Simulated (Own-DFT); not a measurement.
## Calculated data, GaP (zincblende, strained, atoms displaced), SiC (2H silicon carbide, atoms displaced), SiC (4H silicon carbide, atoms displaced), GaAs (zincblende with one plane slipped along a stacking-fault path, atoms displaced)

Computed with Own-DFT development build. A calculation, not a measurement: plane-wave PBE density functional theory by an unreviewed code, no spin, of a simulated periodic cell, stress positive in tension, free energy of the whole cell less one offset for each atom, forces on such cells passed a denser k mesh, this cell's mesh not checked; offsets are fitted by least squares, one for each functional and potential file, so energies compare only between cells with the same atoms and settings and are not formation energies; the far tail of each file's local potential was reset to the Coulomb form; each entry is a single point on an unrelaxed cell, so the pressure reflects the starting lattice, mostly measured values (interpolated for alloys), from which strain is counted, and rises with the displacements; printed positions are rounded, which can move forces by about a meV/angstrom; the program, named Own-DFT, is a retired in-house code; no spin-orbit coupling.

Settings shared by all entries: functional PBE; potential files PseudoDojo norm-conserving, scalar-relativistic, standard set; wave cutoff 42 hartree; occupations Fermi-Dirac; smearing width 0.1 eV.

(1) GaP (zincblende, strained, atoms displaced)

```xyz
64
Lattice="10.8620 0.0000 0.0000 0.0000 10.8620 0.0000 0.0000 0.0000 10.9361" Properties=species:S:1:pos:R:3 GaP
Ga    10.8254     0.0650    10.9044
Ga     0.0100     2.7046     2.7731
Ga     2.7911    10.8587     2.8031
Ga     2.6633     2.7208    10.9171
P      1.3575     1.3184     1.3671
P      1.3778     4.0546     4.1579
P      4.0109     1.3387     4.1522
P      4.0767     4.0496     1.3697
Ga     0.0447     0.0087     5.5099
Ga    10.7977     2.7582     8.1422
Ga     2.6512     0.0074     8.2014
Ga     2.6928     2.6777     5.4997
P      1.3873     1.3634     6.8555
P      1.3582     4.0936     9.6157
P      4.0391     1.4339     9.5532
P      4.0327     4.0235     6.8140
Ga    10.8481     5.4054     0.0307
Ga    10.7987     8.0983     2.7586
Ga     2.7585     5.4305     2.6774
Ga     2.7908     8.0757     0.0079
P      1.3003     6.7908     1.3334
P      1.3593     9.5374     4.0407
P      4.0342     6.8240     4.1175
P      4.1749     9.5147     1.3564
Ga    10.8508     5.4117     5.4377
Ga     0.0643     8.1203     8.2129
Ga     2.7059     5.4801     8.2662
Ga     2.7121     8.1224     5.4349
P      1.3393     6.8119     6.7048
P      1.3747     9.4894     9.4595
P      4.1010     6.7930     9.5711
P      4.0522     9.5265     6.8555
Ga     5.3594    10.8362    10.9354
Ga     5.4614     2.7257     2.6984
Ga     8.1289    10.8464     2.7627
Ga     8.1254     2.6752    10.9010
P      6.7731     1.3553     1.3906
P      6.7767     4.1534     3.9887
P      9.5104     1.3518     4.1048
P      9.5663     4.0292     1.3097
Ga     5.3331     0.0474     5.4232
Ga     5.3924     2.7333     8.1858
Ga     8.1468    10.7563     8.2587
Ga     8.2436     2.7211     5.4296
P      6.7887     1.2501     6.8195
P      6.7772     4.0330     9.6427
P      9.5158     1.3193     9.4986
P      9.4556     4.0160     7.0010
Ga     5.4351     5.4203    10.9154
Ga     5.5010     8.1969     2.6880
Ga     8.0232     5.4511     2.7665
Ga     8.0965     8.1669    10.9130
P      6.8603     6.8339     1.3529
P      6.8133     9.4864     4.0368
P      9.4395     6.7493     4.1555
P      9.5046     9.5701     1.3738
Ga     5.4758     5.4579     5.5290
Ga     5.4713     8.1219     8.1994
Ga     8.1569     5.4686     8.2248
Ga     8.1785     8.1513     5.4777
P      6.7063     6.7501     6.8854
P      6.8216     9.4772     9.5542
P      9.4129     6.8327     9.5509
P      9.5913     9.4304     6.8483
```

- hardware: one NVIDIA H100
- k mesh: 3 x 3 x 3 centred on Gamma
- free energy of cell above offsets: -33.508 eV
- pressure: 3.59 GPa
- stress xx: -3.71 GPa
- stress yy: -3.86 GPa
- stress zz: -3.21 GPa
- stress yz: 0.2 GPa
- stress xz: -0.03 GPa
- stress xy: -0.14 GPa
- wall time: 505.7 s

Force:
```tsv
element	x (eV/Å)	y (eV/Å)	z (eV/Å)
Ga	0.602	-0.782	-0.005
Ga	0.229	0.034	-0.343
Ga	-0.538	-0.277	-1.208
Ga	0.21	-0.158	0.559
P	0.354	0.189	0.261
P	0.015	0.13	-0.753
P	0.653	1.198	-0.803
P	-0.07	0.087	-0.391
Ga	-0.192	-0.147	-0.361
Ga	1.627	-1.051	1.33
Ga	0.979	0.228	0.035
Ga	-0.055	0.26	-0.108
P	-0.782	0.286	0.033
P	-0.483	0.022	-0.833
P	-0.046	-0.944	0.131
P	0.297	0.9	0.298
Ga	-0.317	0.511	-0.732
Ga	0.123	0.472	-0.141
Ga	-0.533	0.138	0.539
Ga	-0.716	0.955	0.087
P	0.536	0.076	0.429
P	-0.211	-0.585	0.528
P	1.093	-0.369	-0.678
P	-1.438	-0.436	0.369
Ga	-0.369	-0.486	0.62
Ga	-0.409	-0.642	-0.338
Ga	-0.272	-0.326	-0.997
Ga	-0.049	1.083	0.052
P	0.107	-0.604	1.396
P	0.01	-0.075	1.917
P	0.29	-0.14	-0.118
P	0.086	-0.411	-0.196
Ga	0.845	0.936	-0.816
Ga	-0.577	-0.247	0.463
Ga	0.224	0.445	-0.331
Ga	0.562	-0.244	0.381
P	0.158	-0.434	-0.434
P	-0.584	-1.374	2.069
P	0.322	-0.35	0.003
P	-1.15	0.045	0.985
Ga	1.03	-1.047	0.523
Ga	0.728	-0.317	-0.191
Ga	0.503	0.447	-1.171
Ga	-1.181	0.094	0.444
P	0.168	0.913	0.021
P	-0.008	0.413	-1.087
P	-0.423	0.463	0.223
P	-0.444	1.472	-2.343
Ga	0.146	0.112	0.613
Ga	-0.385	-0.874	0.362
Ga	1.976	0.345	-1.302
Ga	0.868	0.416	0.482
P	-1.035	-0.498	-0.219
P	-0.317	0.278	1.335
P	0.2	-0.182	-0.601
P	-0.098	-0.686	-0.289
Ga	-1.107	-0.662	-0.974
Ga	-0.708	0.732	0.106
Ga	-0.865	-0.454	0.369
Ga	-0.627	0.087	0.375
P	1.511	0.46	-0.356
P	-1.166	0.161	0.449
P	1.359	-0.192	0.385
P	-0.654	0.606	-0.053
```

(2) SiC (2H silicon carbide, atoms displaced)

```xyz
32
Lattice="6.1654 0.0000 0.0000 -3.0827 5.3394 0.0000 0.0000 0.0000 10.0681" Properties=species:S:1:pos:R:3 SiC
Si     3.0521     5.2120     9.9171
Si     0.1745     1.7478     2.7058
C     -3.0144     5.2535     1.8302
C     -0.0995     1.8851     4.2227
Si     2.7920     5.2096     5.0590
Si     0.0786     1.7459     7.3741
C      0.0825     0.1144     7.0670
C     -0.1404     1.8385     9.2848
Si    -1.4827     2.5681     0.0410
Si    -1.6963     4.5686     2.5684
C     -1.3894     2.6571     1.8994
C     -1.4981     4.4347     4.3839
Si     4.5888     2.6186     5.1860
Si    -1.5391     4.4252     7.5299
C      4.4931     2.6064     6.9377
C     -1.5818     4.3763     9.6121
Si     3.1460     0.0112     9.9884
Si     3.0327     1.6366     2.6986
C      3.1332     0.1096     2.0556
C      3.2150     1.6676     4.3617
Si     3.2459     0.0756     5.0189
Si     2.9480     1.8008     7.5714
C     -0.0980     5.2895     6.8889
C      3.0337     1.5819     9.3772
Si     1.5476     2.7461    10.0154
Si     1.5163     4.6281     2.6365
C      1.4129     2.6184     1.8552
C      1.4631     4.4829     4.4351
Si     1.5494     2.6876     5.1153
Si     1.5338     4.3158     7.4383
C      1.3337     2.6697     6.9132
C      1.6710     4.4320     9.4359
```

- hardware: one NVIDIA H100
- k mesh: 5 x 5 x 3 centred on Gamma
- free energy of cell above offsets: 10.179 eV
- pressure: 15.33 GPa
- stress xx: -11.82 GPa
- stress yy: -15.75 GPa
- stress zz: -18.41 GPa
- stress yz: -0.64 GPa
- stress xz: 1.23 GPa
- stress xy: -1.56 GPa
- wall time: 133 s

Force:
```tsv
element	x (eV/Å)	y (eV/Å)	z (eV/Å)
Si	3.634	5.318	3.447
Si	-3.135	-0.703	-12.43
C	-4.862	3.036	-0.403
C	0.109	-0.783	14.12
Si	10.13	4.472	1.479
Si	-7.808	1.129	5.82
C	-2.567	-6.775	-3.887
C	4.386	-1.904	-0.25
Si	-2.268	1.093	1.503
Si	6.11	-5.316	0.056
C	-2.008	-0.311	1.083
C	-1.924	0.428	2.411
Si	0.795	2.339	-5.146
Si	-0.447	-1.099	1.742
C	0.781	0.634	0.856
C	2.419	-0.199	-3.47
Si	-1.219	-3.705	3.367
Si	1.123	7.061	-6.256
C	-1.612	-4.338	-3.738
C	-1.835	4.049	5.463
Si	-7.122	-2.296	2.141
Si	1.41	-2.305	-0.064
C	2.701	1.005	-0.037
C	-0.416	5.79	-0.134
Si	-1.171	-4	1.659
Si	1.221	-3.216	-3.97
C	4.111	2.211	0.924
C	-0.637	-4.752	-0.716
Si	-0.841	-1.984	-3.762
Si	-0.39	5.464	3.25
C	6.63	1.419	-2.178
C	-5.302	-1.763	-2.881
```

(3) SiC (4H silicon carbide, atoms displaced)

```xyz
32
Lattice="6.1654 0.0000 0.0000 -3.0827 5.3394 0.0000 0.0000 0.0000 10.0681" Properties=species:S:1:pos:R:3 SiC
Si     3.0261     5.2909     4.0626
Si    -0.0674     1.8303     1.7125
C      2.9886     5.3358     0.8795
C     -0.0064     1.7418     3.5066
Si     4.4943     2.7364     4.2049
Si    -1.5798     4.4345     1.4579
C     -1.6032     2.8421     0.8147
C     -1.5428     4.4160     3.2420
Si    -0.1925     5.2750     4.0623
Si     2.9393     1.9591     1.4474
C      3.1386     0.0051     0.9323
C      3.2402     1.8483     3.4897
Si     1.5100     2.6398     4.0703
Si     1.5121     4.5341     1.5064
C      1.4806     2.7121     0.8579
C      1.3396     4.4792     3.6523
Si     3.0102     5.2939     9.0919
Si     3.0964     3.5660     6.4536
C      3.1685     5.0936     5.8903
C      3.0671     3.6295     8.5632
Si     4.4950     2.5877     9.1630
Si     4.7791     0.8486     6.7133
C     -1.5416     2.6729     6.0493
C      4.6903     0.9741     8.6268
Si     0.0146     5.2878     9.0709
Si     0.0517     3.6837     6.6579
C      3.1769     0.0968     5.8726
C      0.0585     3.6537     8.5694
Si     1.4156     2.6794     8.9955
Si     1.4509     0.8564     6.5881
C      1.6907     2.5966     5.7661
C      1.5184     0.8428     8.5163
```

- hardware: one NVIDIA H100
- k mesh: 5 x 5 x 3 centred on Gamma
- free energy of cell above offsets: 3.212 eV
- pressure: 9.08 GPa
- stress xx: -5.61 GPa
- stress yy: -11.96 GPa
- stress zz: -9.65 GPa
- stress yz: -0.98 GPa
- stress xz: -3.03 GPa
- stress xy: 1.84 GPa
- wall time: 122.5 s

Force:
```tsv
element	x (eV/Å)	y (eV/Å)	z (eV/Å)
Si	-0.802	-0.119	-1.607
Si	-0.112	-0.298	-3.663
C	1.876	1.608	1.308
C	-0.78	0.289	1.128
Si	4.354	0.11	-1.236
Si	0.275	3.431	-0.506
C	0.225	-4.247	2.472
C	-2.309	-0.103	4.069
Si	2.43	3.02	-0.389
Si	3.572	-2.719	2.264
C	-3.07	2.163	-1.251
C	-5.932	-2.199	-2.795
Si	0.737	0.73	-3.181
Si	-0.141	-1.877	2.267
C	-2.353	0.6	0.48
C	3.384	-1.372	-3.568
Si	1.971	1.644	2.03
Si	-0.453	-5.952	4.836
C	-0.288	8.116	-0.391
C	-1.218	-3.194	-3.065
Si	1.247	4.611	-1.277
Si	-2.058	0.773	-2.307
C	2.481	-0.164	0.337
C	-1.479	-3.314	-3.467
Si	-0.347	3.489	2.445
Si	-0.115	-1.023	-1.824
C	-1.558	-1.103	3.294
C	-2.879	-2.499	-3.253
Si	3.466	-1.12	2.365
Si	3.095	0.127	-0.463
C	-2.718	-0.084	6.169
C	-0.498	0.678	-1.222
```

(4) GaAs (zincblende with one plane slipped along a stacking-fault path, atoms displaced)

```xyz
48
Lattice="5.6533 -5.6533 0.0000 0.0000 5.6533 -5.6533 12.0604 12.0604 9.7991" Properties=species:S:1:pos:R:3 GaAs
Ga    17.6512    12.0462     4.1592
As     7.0498     1.3860    -4.2630
Ga     2.7942     2.8405     0.0062
As     4.2628     4.2325     1.4809
Ga     5.6627     2.8498     2.8287
As     7.0289     4.2261     4.2375
Ga     6.4360     6.4084     4.1682
As     7.7997     7.8383     5.5566
Ga     9.2571     9.1776     4.1522
As    10.6638    10.6342     5.5721
Ga    12.0809     9.2818     6.9186
As    13.4869    10.6628     8.3797
Ga    12.0694    14.8423     6.9948
As     7.0835    -1.4103    -1.4202
Ga     2.8050     5.6152    -2.8035
As     4.2409     7.0295    -1.4410
Ga     5.6352     5.6643     0.0245
As     7.0475     7.1349     1.4302
Ga     6.3543     9.2273     1.3444
As     7.7533    10.5952     2.7252
Ga     9.2257    12.0606     1.3292
As    10.6504    13.4939     2.7445
Ga    12.0475    12.1113     4.1118
As    13.4449    13.4154     5.5834
Ga     2.8332    -2.8065     0.0019
As     4.2128     4.2172    -4.2521
Ga     5.6484    -0.0033    -0.0086
As     7.0494     1.4592     1.3953
Ga     8.5029     0.0564     2.8328
As     9.8830     1.4036     4.2040
Ga     9.2295     3.5501     4.2014
As    10.6365     4.9983     5.5397
Ga    12.0378     6.4022     4.1220
As    13.4951     7.7808     5.5479
Ga    14.8639     6.4461     6.9937
As    16.2742     7.8191     8.3976
Ga     2.8567     0.0485    -2.8588
As     4.2386     1.3361    -1.4748
Ga     5.7229     2.8123    -2.8420
As     7.0815     4.2350    -1.4558
Ga     8.4676     2.8103    -0.0087
As     9.8917     4.2030     1.3988
Ga     9.2571     6.4069     1.2985
As    10.6549     7.8021     2.6889
Ga    12.0624     9.2482     1.3721
As    13.5238    10.6390     2.7511
Ga    14.8604     9.2314     4.1411
As    16.2985    10.6415     5.5395
```

* k mesh: 4 x 4 x 2 centred on Gamma
* free energy of cell above offsets: -16.565 eV
* pressure: 4.46 GPa
* stress xx: -5.3 GPa
* stress yy: -5.63 GPa
* stress zz: -2.46 GPa
* stress yz: -0.18 GPa
* stress xz: -0.69 GPa
* stress xy: 0.32 GPa

Force:
```tsv
element	x (eV/Å)	y (eV/Å)	z (eV/Å)
Ga	0.478	-0.005	-0.348
As	0.235	-0.142	0.015
Ga	0.639	-0.329	-0.041
As	-0.503	0.146	-0.706
Ga	-0.102	-0.443	0.145
As	-0.725	-1.359	1.226
Ga	0.959	1.455	-1.182
As	0.189	-0.056	0.364
Ga	-0.132	0.456	-0.138
As	-0.452	0.501	-0.49
Ga	0.242	-0.506	0.496
As	-0.071	0.155	-0.06
Ga	-0.119	0.321	-0.148
As	-0.445	-0.245	0.21
Ga	0.229	0.288	-0.502
As	-0.061	0.243	0.145
Ga	0.276	-0.223	-0.109
As	-0.529	-2.727	0.988
Ga	1.69	1.778	-1.263
As	0.824	0.368	0.217
Ga	-0.183	-0.104	0.092
As	-0.071	0.195	-0.566
Ga	0.04	-0.702	0.199
As	0.261	0.714	-0.433
Ga	-0.52	-0.319	0.065
As	0.513	0.148	0.347
Ga	-0.082	-0.097	0.129
As	-0.032	-0.491	0.093
Ga	-0.515	-0.407	-0.425
As	-0.648	-1.405	1.467
Ga	0.789	1.732	-1.071
As	0.146	0.028	0.427
Ga	0.208	-0.057	0.066
As	-0.496	0.3	-0.141
Ga	0.394	-0.517	-0.174
As	0.075	0.095	0.045
Ga	-0.371	-0.917	-0.054
As	0.365	1.24	0.712
Ga	-0.698	-0.057	-0.024
As	-0.036	0.372	0.47
Ga	0.182	0.078	-0.421
As	-2.345	-0.767	1.16
Ga	0.673	1.107	-1.246
As	0.005	0.129	0.337
Ga	0.103	0.271	-0.47
As	-0.646	0.361	-0.12
Ga	0.397	-0.186	0.281
As	-0.131	-0.421	0.435
```
